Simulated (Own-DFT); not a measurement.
# Strain and stress in hcp Ru, 36 atoms (Ru36)

Calculated results; nothing here was measured. They come from Own-DFT, an in-house plane-wave density functional program, since retired, whose code no person has reviewed. Each row is one single-point run on a periodic cell that was not relaxed, without spin or spin-orbit coupling.

Settings of every run: PBE; PseudoDojo norm-conserving scalar-relativistic files; cutoff 50 hartree; 5 x 5 x 4 k mesh centred on Gamma; cold (Marzari-Vanderbilt) smearing of 0.2 eV.

Known limits: forces on such cells failed a check on a denser k mesh; stress not checked against mesh or cutoff.

Unstrained cell vectors in Å: (8.118, 0.000, 0.000); (-4.059, 7.030, 0.000); (0.000, 0.000, 8.563). The unstrained cell has measured lattice constants (interpolated for alloys), not those of this functional. That, the random moves and any unrelaxed bonds set the pressure at no strain. Each run strains this cell uniformly, with the atoms carried along. Every atom was also moved at random, by a Gaussian of width 0.05 Å on each axis. Strain is the symmetric tensor, in per cent. Stress is positive in tension, and the pressure is minus a third of its trace.

```
run,e_xx (%),e_yy (%),e_zz (%),e_yz (%),e_xz (%),e_xy (%),s_xx (GPa),s_yy (GPa),s_zz (GPa),s_yz (GPa),s_xz (GPa),s_xy (GPa),P (GPa),E (meV/atom)
1,1.19,1.24,-1.14,1.41,-0.25,0.90,-0.53,-0.45,-10.05,5.19,-0.88,3.05,3.68,6.8
2,0.21,1.56,0.46,-1.81,1.35,-1.80,-2.85,2.15,-1.88,-5.85,4.61,-6.25,0.86,14.5
3,0.41,0.53,0.81,-1.92,0.58,0.13,-2.86,-2.56,-1.80,-6.20,2.05,0.12,2.41,12.9
4,1.40,-1.40,1.92,-0.53,-0.04,-0.05,1.56,-9.25,5.00,-2.04,-0.24,-0.41,0.90,0.0
5,-1.22,1.86,-1.80,-1.26,1.69,0.89,-15.78,-2.13,-19.53,-5.23,7.65,3.60,12.48,33.2
6,-0.87,-1.31,1.46,-1.34,-1.91,-1.43,-12.99,-15.52,-2.87,-5.38,-6.74,-6.41,10.46,38.5
7,1.26,0.12,-0.50,1.68,0.50,-0.68,-1.71,-5.36,-9.79,5.71,2.00,-2.41,5.62,24.8
8,-1.92,1.20,0.98,-0.45,-0.77,-1.56,-15.31,-2.71,-1.78,-1.80,-3.02,-6.60,6.60,12.8
9,-0.52,-0.36,1.80,-0.30,-0.58,0.00,-7.66,-7.80,2.03,-0.99,-2.15,0.19,4.48,9.8
10,-1.34,-0.59,0.05,0.05,-0.23,0.27,-17.70,-13.39,-11.03,-0.03,-1.35,1.35,14.04,19.0
11,-0.32,-1.93,0.88,1.49,0.57,1.52,-12.09,-20.09,-5.92,6.16,2.01,6.90,12.70,35.9
12,0.19,1.57,1.21,-1.44,0.74,0.20,-1.76,3.18,2.51,-4.83,2.68,1.01,-1.31,15.4
13,-1.28,0.59,1.63,1.09,0.56,-0.29,-11.31,-3.65,0.85,3.73,1.45,-0.82,4.71,17.4
14,-1.52,0.80,0.87,-1.19,-1.62,-0.20,-13.34,-4.05,-3.19,-4.37,-5.84,-0.74,6.86,10.0
15,1.81,1.80,-1.37,-1.30,-0.07,-1.55,3.28,2.75,-9.26,-4.90,-0.13,-5.15,1.08,15.1
16,0.61,-0.64,-0.43,1.39,1.02,-1.15,?,?,?,?,?,?,?,?
```

E is the free energy for each atom above the lowest run shown.

## Worked fit

Each stress component was fitted by least squares to a constant and the strains of the runs shown, as fractions, with shears doubled. Shear strains stay in the fit of a normal stress only where such slopes are resolved. The slopes, in GPa:

| stress | at no strain | per e_xx | per e_yy | per e_zz | scatter |
|---|---|---|---|---|---|
| s_xx | -8.2 | 602 ± 8 | 202 ± 8 | 218 ± 9 | 0.33 |
| s_yy | -8.1 | 183 ± 17 | 601 ± 19 | 185 ± 21 | 0.74 |
| s_zz | -8.0 | 186 ± 19 | 181 ± 21 | 649 ± 23 | 0.82 |

Each shear stress against twice its own strain: yz 178 ± 6, xz 183 ± 7, xy 190 ± 10 GPa. These are stiffnesses along x, y and z of the frame in which the cell vectors are given, which need not be the crystal's axes. The atoms are held to the strained lattice; where symmetry lets them move under strain, relaxing them would lower some slopes. The table should be nearly symmetric about its diagonal, and what it lacks of that shows the noise. A ninth of its sum, 334 ± 9 GPa, estimates the bulk modulus near the mean pressure of these runs, 5.7 GPa, so it lies above the value at zero pressure.

## Withheld run

Question: what normal stresses and pressure should run 16 give?

The fit gives s_xx = -6.8, s_yy = -11.7, s_zz = -10.8 and P = 9.7 GPa. The calculation gave -5.87, -12.66, -11.66 and P = 10.06 GPa.
